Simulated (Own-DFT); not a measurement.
# Computed records: AlN (wurtzite, strained, atoms displaced)

All values are calculated (Own-DFT development build). A calculation, not a measurement: plane-wave PBE density functional theory by an unreviewed code, no spin, of a simulated periodic cell, stress positive in tension, free energy of the whole cell less one offset for each atom, forces on such cells passed a denser k mesh, this cell's mesh not checked; offsets are fitted by least squares, one for each functional and potential file, so energies compare only between cells with the same atoms and settings and are not formation energies; the far tail of each file's local potential was reset to the Coulomb form; each entry is a single point on an unrelaxed cell, so the pressure reflects the starting lattice, mostly measured values (interpolated for alloys), from which strain is counted, and rises with the displacements; printed positions are rounded, which can move forces by about a meV/angstrom; the program, named Own-DFT, is a retired in-house code; no spin-orbit coupling; before rounding, a Quantum ESPRESSO 7.3.1 run of the same cell and cutoff gave forces within 1 meV/angstrom rms on each cell, which checks the program and not the settings.

Settings shared by all entries: functional PBE; potential files PseudoDojo norm-conserving, scalar-relativistic, standard set; wave cutoff 42 hartree; occupations Fermi-Dirac; smearing width 0.1 eV; k mesh 2 x 2 x 2 centred on Gamma.

(1) AlN (wurtzite, strained, atoms displaced)

```xyz
128
Lattice="12.3998 -0.1208 -0.2211 -6.3045 10.8886 0.2046 -0.1770 0.0869 9.9170" Properties=species:S:1:pos:R:3 AlN
Al     0.0242     1.7131     0.0146
Al     1.5780     0.9783     2.4795
N     -0.1126     1.8387     1.8892
N      1.3904     1.0309     4.3156
Al    -0.0724     1.8717     4.9958
Al     1.4768     0.8573     7.4073
N     -0.0884     1.7929     6.8971
N      1.4202     0.9868     9.2740
Al    -1.6152     4.5282     0.0815
Al    -0.0498     3.6361     2.5323
N     -1.5745     4.5989     1.9675
N     -0.0670     3.6834     4.3716
Al    -1.7156     4.5781     4.9742
Al    -0.1917     3.7191     7.4764
N     -1.8011     4.5375     6.9382
N     -0.2358     3.7325     9.3944
Al    -3.3469     7.3334    10.0300
Al    -1.6003     6.2498     2.6522
N     -3.2746     7.2428     2.0183
N     -1.7201     6.4397     4.4342
Al    -3.1923     7.3506     5.0815
Al    -1.7148     6.5131     7.4904
N     -3.1886     7.3297     6.9486
N     -1.7837     6.4318     9.5164
Al    -4.6966     9.9443     0.2202
Al    -3.1811     9.1180     2.5473
N     -4.7652    10.0276     2.0610
N     -3.2902     9.0683     4.4971
Al    -4.8368     9.9671     5.1186
Al    -3.2765     9.0446     7.5804
N     -4.8660     9.9518     6.9666
N     -3.4247     9.1442     9.4545
Al     3.2258     1.7144     0.0271
Al     4.5784     0.9346     2.3537
N      2.9493     1.7611     1.9167
N      4.5930     0.8170     4.3146
Al     2.9739     1.7698     4.9829
Al     4.4956     0.8945     7.4122
N      2.9413     1.8900     6.8179
N      4.5255     0.9008     9.2645
Al     1.5266     4.4570     0.0597
Al     3.0210     3.6136     2.4421
N      1.4492     4.4816     1.8686
N      2.9681     3.5867     4.2938
Al     1.4917     4.4858     4.9366
Al     2.8344     3.7605     7.3869
N      1.4341     4.5951     6.8769
N      2.8811     3.6423     9.3675
Al    -0.0058     7.1776     0.0741
Al     1.4051     6.2733     2.4777
N     -0.0415     7.2952     2.0371
N      1.4141     6.4154     4.4046
Al    -0.2077     7.2277     4.9771
Al     1.3299     6.4215     7.6023
N     -0.1641     7.2202     6.9121
N      1.2280     6.3180     9.4024
Al    -1.6532     9.9911     0.1212
Al    -0.0841     9.0824     2.6744
N     -1.7388     9.8756     2.0323
N     -0.1516     9.0548     4.4850
Al    -1.6995     9.9368     4.9894
Al    -0.1883     9.0449     7.4229
N     -1.7249    10.0336     7.0019
N     -0.2251     9.1077     9.3756
Al     6.1716     1.7546    -0.0497
Al     7.7123     0.8881     2.3242
N      6.1795     1.7896     1.7892
N      7.7029     0.9006     4.1308
Al     6.0837     1.7484     4.9014
Al     7.6285     0.8909     7.2836
N      6.0486     1.7041     6.8456
N      7.5548     0.8567     9.2564
Al     4.5728     4.5519    -0.0301
Al     6.1018     3.5054     2.3188
N      4.6153     4.4115     1.7776
N      6.0759     3.5844     4.2351
Al     4.5801     4.5301     4.9239
Al     6.0090     3.5912     7.3618
N      4.4427     4.4853     6.9198
N      6.0034     3.6101     9.2308
Al     2.9696     7.1478     0.0100
Al     4.5527     6.2329     2.4269
N      3.0438     7.2090     1.8831
N      4.5735     6.3732     4.4373
Al     3.0124     7.1928     4.9552
Al     4.4725     6.2187     7.4052
N      2.9074     7.1999     6.9476
N      4.3878     6.3400     9.2864
Al     1.2317     9.9863     9.7939
Al     2.9488     8.9827     2.5342
N      1.4397     9.8919     1.9951
N      3.0382     9.0109     4.4575
Al     1.4559     9.9883     5.0308
Al     2.8698     9.0798     7.3852
N      1.3920     9.9790     6.9169
N      2.8270     9.0931     9.3540
Al     9.0833     1.8222     9.7129
Al    10.7053     0.7980     2.2723
N      9.2188     1.7013     1.7318
N     10.8390     0.7944     4.0559
Al     9.2033     1.7321     4.8385
Al    10.8218     0.7993     7.1924
N      9.1914     1.7912     6.6838
N     10.6483     0.8026     9.0893
Al     7.7434     4.4648    -0.0584
Al     9.2254     3.5486     2.3803
N      7.7367     4.3892     1.7956
N      9.2031     3.5350     4.2691
Al     7.6035     4.5538     4.8896
Al     9.1058     3.5833     7.3653
N      7.6420     4.5002     6.7278
N      9.0570     3.6046     9.1670
Al     5.9707     7.3498     9.8144
Al     7.6525     6.3123     2.3211
N      6.0273     7.1943     1.7608
N      7.5925     6.2538     4.2727
Al     6.0409     7.2226     4.8998
Al     7.6150     6.2537     7.3307
N      5.9224     7.1334     6.7882
N      7.4667     6.3210     9.2090
Al     4.4808     9.9626     9.8449
Al     5.9112     8.9316     2.4203
N      4.6797     9.8018     1.9350
N      6.0817     9.0113     4.3908
Al     4.3990     9.9469     4.9194
Al     5.9873     9.0650     7.2415
N      4.3748     9.9689     6.9187
N      6.0224     9.0092     9.2287
```

| Quantity | Value |
| --- | --- |
| free energy of cell above offsets | -51.521 eV |
| pressure | 6.73 GPa |
| stress xx | -8.99 GPa |
| stress yy | -4.43 GPa |
| stress zz | -6.76 GPa |
| stress yz | 2.73 GPa |
| stress xz | -4.39 GPa |
| stress xy | -2.76 GPa |

Force:
```csv
element,x (eV/Å),y (eV/Å),z (eV/Å)
Al,-0.524,1.37,-0.234
Al,-5.236,-2.788,0.509
N,0.757,-0.135,0.184
N,1.617,-1.836,1.035
Al,-0.761,-0.023,-0.432
Al,-0.357,0.801,0.167
N,0.431,1.405,-0.798
N,0.515,-0.92,0.798
Al,0.673,0.042,-0.268
Al,-0.739,-1.172,-1.088
N,-0.765,-1.724,0.363
N,-1.163,-0.039,1.14
Al,1.019,-0.066,1.427
Al,0.242,-0.726,0.314
N,1.62,1.806,-0.751
N,0.037,-1.052,-0.535
Al,-0.138,0.018,0.589
Al,-0.726,2.957,-2.464
N,2.498,0.944,-0.461
N,-0.317,-1.606,1.091
Al,-1.756,-1.001,-0.802
Al,0.245,-3.299,1.833
N,-1.933,-0.13,-0.078
N,-0.184,0.133,-1.683
Al,-0.972,0.998,-0.641
Al,-3.568,-2.296,1.445
N,-0.251,-0.271,0.723
N,0.581,0.893,-0.357
Al,1.014,1.595,-0.967
Al,-0.294,1.668,-0.088
N,1.5,0.956,0.305
N,1.75,-0.35,-0.023
Al,-2.626,1.276,-1.182
Al,0.273,-1.474,1.494
N,4.871,2.357,-1.946
N,-0.874,1.272,-0.823
Al,0.599,0.345,-1.151
Al,-0.392,0.367,-0.916
N,0.646,-0.595,0.606
N,-0.641,0.759,0.782
Al,-0.621,-0.759,-1.207
Al,-0.048,-0.413,-0.418
N,0.901,0.68,1.367
N,1.337,0.328,0.928
Al,-0.599,1.91,0.68
Al,2.295,-3.24,2.213
N,-3.178,1.273,-0.931
N,0.244,-0.101,-0.397
Al,-1.797,1.653,1.321
Al,1.31,0.807,0.761
N,-1.265,-0.697,-0.713
N,0.011,-1.664,-0.404
Al,2.452,0.53,0.671
Al,1.065,-1.255,-2.324
N,-0.061,1.354,-0.663
N,1.413,0.156,0.543
Al,0.534,-2.653,-0.025
Al,-0.281,-0.585,-2.124
N,3.541,2.928,-0.997
N,0.456,0.084,1.192
Al,-0.652,0.325,1.459
Al,-0.164,0.645,0.917
N,-0.688,-1.093,-0.879
N,-2.18,-1.356,-0.615
Al,1.476,0.17,-1.425
Al,-0.141,-1.676,-0.927
N,-1.254,-1.301,0.008
N,-0.869,-0.647,2.592
Al,0.625,0.471,-0.337
Al,0.596,-0.18,1.09
N,0.277,1.798,-1.478
N,-0.374,1.753,-1.204
Al,0.807,-1.708,-1.491
Al,1.412,1.504,1.147
N,-1.049,0.986,1.684
N,-0.066,-0.343,1.039
Al,-0.722,-0.534,0.192
Al,0.69,-0.407,0.322
N,0.851,-0.528,-2.364
N,-0.22,0.494,0.903
Al,1.345,1.236,-0.546
Al,0.169,0.438,0.16
N,-0.938,-1.002,0.72
N,-1.723,-2.323,-2.309
Al,-1.09,0.384,1.405
Al,-0.812,1.989,0.809
N,-0.072,0.697,-1.051
N,-0.015,0.993,0.392
Al,2.33,-0.306,2.707
Al,0.961,0.095,-0.916
N,-0.261,1.192,-0.471
N,-3.132,-0.988,-1.045
Al,-0.59,-0.309,-0.814
Al,0.839,-1.945,2.025
N,-1.364,0.474,-0.795
N,0.24,-0.765,-0.383
Al,0.725,-1.13,0.567
Al,2.195,-0.597,-1.452
N,0.416,1.472,-0.811
N,-1.447,0.822,3.029
Al,0.942,0.591,-0.995
Al,-1.97,1.389,1.265
N,-0.123,-0.596,0.731
N,0.4,1.555,0.411
Al,-0.884,-0.476,-0.844
Al,0.905,-0.871,-0.085
N,-1.434,1.315,0.017
N,-0.923,0.159,-0.615
Al,0.552,-1.737,-1.136
Al,0.433,-0.652,-1.599
N,-1.557,-0.377,0.536
N,0.207,0.123,1.415
Al,-0.734,-2.558,-0.218
Al,-1.544,-1.314,1.16
N,0.876,-0.864,0.966
N,0.387,1.521,-0.115
Al,1.966,0.357,0.77
Al,-1.104,1.018,-0.062
N,2.239,1.162,-0.04
N,0.885,0.044,0.356
Al,-1.118,-1.288,0.765
Al,7.889,-2.733,2.814
N,-8.07,4.996,-2.877
N,-2.215,-0.636,-0.786
Al,3.771,0.962,1.056
Al,-0.986,-2.106,1.665
N,1.328,-0.708,-2.244
N,-0.633,2.132,-0.758
```

(2) AlN (wurtzite, strained, atoms displaced)

```xyz
128
Lattice="12.5262 -0.1047 0.1970 -6.3538 10.8910 0.0584 0.1577 0.1450 9.8450" Properties=species:S:1:pos:R:3 AlN
Al     0.0514     1.7493     0.0757
Al     1.5609     0.9995     2.5093
N      0.0121     1.8874     1.9930
N      1.7016     0.9897     4.2869
Al     0.1347     1.8723     4.9946
Al     1.6966     0.9921     7.4330
N      0.1846     1.9366     6.8808
N      1.7161     1.0717     9.3012
Al    -1.5953     4.5252     0.0827
Al    -0.0318     3.5899     2.5750
N     -1.6061     4.5132     1.9144
N      0.0245     3.7243     4.3591
Al    -1.5407     4.5746     4.9762
Al     0.0676     3.7258     7.4393
N     -1.5199     4.5600     6.8233
N      0.1636     3.7752     9.3617
Al    -3.0664     7.3695     9.8966
Al    -1.5616     6.3999     2.6702
N     -3.1306     7.2891     1.9312
N     -1.5688     6.5001     4.3323
Al    -3.1612     7.3711     4.9726
Al    -1.5336     6.4571     7.4191
N     -3.1547     7.3549     6.8918
N     -1.5493     6.4741     9.3706
Al    -4.4782    10.1425     9.9175
Al    -3.1485     9.2285     2.5032
N     -4.7457     9.9763     1.9925
N     -3.1254     9.0961     4.4350
Al    -4.6550    10.0658     4.9478
Al    -3.0261     9.1391     7.4209
N     -4.6910    10.1491     6.7846
N     -3.0925     9.1988     9.4271
Al     3.1397     1.8005     0.1456
Al     4.7801     0.9782     2.5791
N      3.1114     1.8748     1.8466
N      4.6860     0.9154     4.4496
Al     3.3002     1.7981     4.9783
Al     4.7780     1.0347     7.4138
N      3.1852     1.8979     6.9248
N      4.7400     1.0202     9.3127
Al     1.6969     4.5851     9.8763
Al     3.1420     3.6283     2.4783
N      1.5565     4.5329     1.9373
N      3.1466     3.6490     4.4177
Al     1.6242     4.5345     4.9715
Al     3.2846     3.6993     7.4966
N      1.6593     4.6607     6.8388
N      3.2696     3.6140     9.4277
Al    -0.1057     7.2894     0.1282
Al     1.5375     6.3193     2.5376
N     -0.1488     7.2964     2.0549
N      1.6513     6.4383     4.5275
Al     0.0265     7.3373     5.0812
Al     1.6196     6.4585     7.4957
N      0.0336     7.2767     6.8757
N      1.7381     6.5165     9.3576
Al    -1.7370    10.0164     0.1583
Al     0.0663     8.9732     2.4936
N     -1.6725    10.0105     2.0257
N      0.0876     9.0774     4.4254
Al    -1.5374     9.8754     5.0532
Al    -0.0150     8.9898     7.5267
N     -1.5125    10.0903     6.9049
N      0.1936     9.1549     9.3983
Al     6.2239     1.8219     0.1585
Al     7.8478     0.8793     2.6283
N      6.3220     1.8342     1.9992
N      7.9000     0.8678     4.4774
Al     6.3723     1.8437     4.9357
Al     7.9018     0.9451     7.5473
N      6.3684     1.7530     6.8923
N      7.9297     1.0476     9.3993
Al     4.7863     4.5785     9.9693
Al     6.2930     3.5503     2.5738
N      4.6596     4.5924     1.9849
N      6.2045     3.6347     4.5131
Al     4.7700     4.7138     5.0309
Al     6.3109     3.6121     7.6483
N      4.7824     4.5916     6.9313
N      6.4072     3.7022     9.3273
Al     3.0580     7.1680     0.1985
Al     4.6858     6.3669     2.6212
N      3.1618     7.2159     2.0801
N      4.6818     6.3114     4.5376
Al     3.1882     7.1921     4.9975
Al     4.8020     6.3223     7.5380
N      3.2041     7.3333     6.9918
N      4.8465     6.4893     9.4265
Al     1.4066     9.8371     0.1980
Al     3.1569     8.9574     2.5536
N      1.5699     9.9695     2.0267
N      3.1032     9.0435     4.5033
Al     1.5305     9.9550     5.1435
Al     3.2259     9.1427     7.4545
N      1.6121     9.9850     6.9639
N      3.2573     9.1638     9.4440
Al     9.3664     1.7171     0.2775
Al    11.0036     0.8111     2.6962
N      9.3887     1.7786     2.0690
N     10.9301     0.8761     4.5690
Al     9.5230     1.7496     5.1031
Al    11.0954     0.8539     7.5677
N      9.4415     1.8248     6.9521
N     11.2188     0.9085     9.4328
Al     7.7521     4.4748     0.2665
Al     9.3629     3.5373     2.6514
N      7.7352     4.3940     2.1753
N      9.4050     3.5664     4.5206
Al     7.7762     4.5520     5.1014
Al     9.4196     3.6086     7.5774
N      7.9191     4.5256     6.9134
N      9.4426     3.6352     9.4417
Al     6.0748     7.1651     0.2651
Al     7.7655     6.2639     2.7338
N      6.2692     7.1299     2.0575
N      7.8087     6.3902     4.4985
Al     6.1762     7.2843     5.0821
Al     7.9413     6.3414     7.6788
N      6.4256     7.3043     6.9311
N      7.9794     6.3221     9.5057
Al     4.7947    10.0501    10.0168
Al     6.2819     9.0742     2.6789
N      4.6588     9.9772     2.0785
N      6.1946     9.0343     4.5952
Al     4.7012     9.9615     5.1646
Al     6.3199     9.1205     7.6028
N      4.7739     9.9778     7.0792
N      6.3129     9.1462     9.5418
```

| Property | Result |
| --- | --- |
| pressure | — |

Question: What pressure does the calculation give for AlN (wurtzite, strained, atoms displaced) (entry 2)?
Answer: 6.2 GPa

Question: Give the table of force values for AlN (wurtzite, strained, atoms displaced) (entry 2).
Answer: 
Force:
```csv
element,x (eV/Å),y (eV/Å),z (eV/Å)
Al,-1.084,1.073,-0.445
Al,0.707,-0.79,-1.358
N,-0.086,-1.655,-0.928
N,-0.719,-0.323,2.117
Al,-0.518,0.279,-0.542
Al,-0.453,0.087,0.158
N,-1.128,-0.474,-0.861
N,0.973,-1.004,0.828
Al,-0.55,-0.383,-0.906
Al,-0.051,2.028,-1.788
N,0.657,0.796,1.204
N,0.12,-0.736,1.789
Al,-0.698,0.419,-0.955
Al,0.639,0.245,0.173
N,0.368,1.311,0.698
N,-1.194,-0.81,-0.717
Al,-0.023,0.17,1.269
Al,-2.362,-1.237,-5.331
N,-0.576,0.143,0.706
N,0.235,-0.887,6.219
Al,-0.334,-1.459,-0.349
Al,-0.717,-1.566,0.72
N,2.376,0.492,-0.696
N,1.79,0.307,-1.256
Al,-3.898,0.695,0.384
Al,-1.369,-3.488,1.186
N,1.067,2.222,-0.651
N,-0.068,1.16,-0.289
Al,-0.739,-0.178,-0.379
Al,-1.767,1.031,0.627
N,1.105,-0.736,1.411
N,2.056,-0.836,-2.094
Al,-0.849,-1.85,-3.327
Al,-1.638,-1.138,-0.459
N,1.019,-0.863,4.23
N,3.279,-1.517,-0.907
Al,-2.884,2.51,1.017
Al,-0.093,-0.949,0.391
N,1.424,0.338,-1.262
N,1.652,0.117,0.649
Al,0.401,1.39,0.634
Al,-0.521,0.584,1.203
N,-0.291,0.069,0.249
N,1.13,-0.126,-0.225
Al,-0.012,0.978,0.139
Al,-1.874,-0.2,-0.474
N,0.018,-0.664,1.511
N,0.052,3.048,-1.612
Al,0.036,-2.16,0.135
Al,-0.332,0.083,1.068
N,2.994,-1.753,-1.975
N,-2.327,-1.67,-1.733
Al,0.588,-0.985,-2.401
Al,1.055,-0.59,-0.578
N,-0.362,0.144,1.338
N,-2.091,-1.288,0.961
Al,1.355,-0.513,-0.62
Al,-1.279,2.976,1.965
N,3.173,1.527,-0.569
N,-1.696,0.039,0.22
Al,0.348,1.743,-1.129
Al,1.33,2.872,-0.125
N,0.224,-1.404,0.658
N,-4.156,-0.49,-0.568
Al,0.24,-1.557,-1.563
Al,0.677,-0.812,-0.515
N,-0.512,-1.007,0.463
N,-0.146,0.295,-0.02
Al,-0.74,-0.661,1.913
Al,0.318,-0.814,-0.479
N,-0.234,1.938,-0.123
N,-0.058,-1.141,1.14
Al,0.608,1.248,-0.198
Al,-3.09,1.005,1.778
N,1.027,-1.225,0.213
N,0.716,0.305,-0.898
Al,-1.058,-6.028,1.054
Al,0.947,-0.03,-5.809
N,0.723,-0.495,0.405
N,-0.869,0.64,4.868
Al,1.319,1.378,-1.441
Al,0.44,-1.26,0.066
N,-1.109,-0.601,-0.741
N,0.91,3.438,-2.07
Al,-0.744,2.504,2.101
Al,-0.051,2.449,0.072
N,0.727,-0.861,-1.107
N,-2.215,-2.443,-0.432
Al,3.911,2.794,-0.931
Al,-0.595,2.43,1.4
N,-0.307,-0.561,0.376
N,0.854,0.098,0.071
Al,1.235,0.354,-1.153
Al,-1.405,-1.113,1.914
N,-0.653,0.008,0.999
N,-1.131,-0.39,0.265
Al,0.346,-0.361,-2.68
Al,-0.924,0.665,-0.485
N,0.717,-0.898,1.085
N,3.517,-0.977,-0.292
Al,-2.886,1.64,0.355
Al,-0.387,1.714,0.077
N,1.302,-0.718,0.77
N,-1.44,1.447,0.648
Al,0.869,-1.211,-0.532
Al,0.229,0.493,0.489
N,2.566,2.035,-1.589
N,-0.052,0.568,0.536
Al,1.083,-0.382,-0.806
Al,0.056,-0.288,-0.268
N,-0.846,0.48,1.885
N,0.734,0.625,1.309
Al,3.162,1.272,-1.235
Al,1.462,0.311,-2.127
N,-0.584,1.53,1.54
N,-0.443,-0.607,2.079
Al,1.944,-0.537,0.679
Al,-1.964,-0.909,-1.328
N,-1.137,-0.543,1.37
N,-1.547,1.259,0.474
Al,-0.379,-0.168,0.506
Al,-2.025,-1.459,0.01
N,0.728,-0.898,0.341
N,1.069,1.197,-0.974
Al,-1.054,-0.243,-0.401
Al,0.571,-1.159,0.53
N,0.328,0.755,-1.429
N,1.811,-0.678,-0.499
```

Further results for AlN (wurtzite, strained, atoms displaced) (entry 2):

| Property | Result |
| --- | --- |
| free energy of cell above offsets | -50.708 eV |
| stress xx | -3.46 GPa |
| stress yy | -3.71 GPa |
| stress zz | -11.42 GPa |
| stress yz | 2.94 GPa |
| stress xz | 3.92 GPa |
| stress xy | -2.92 GPa |
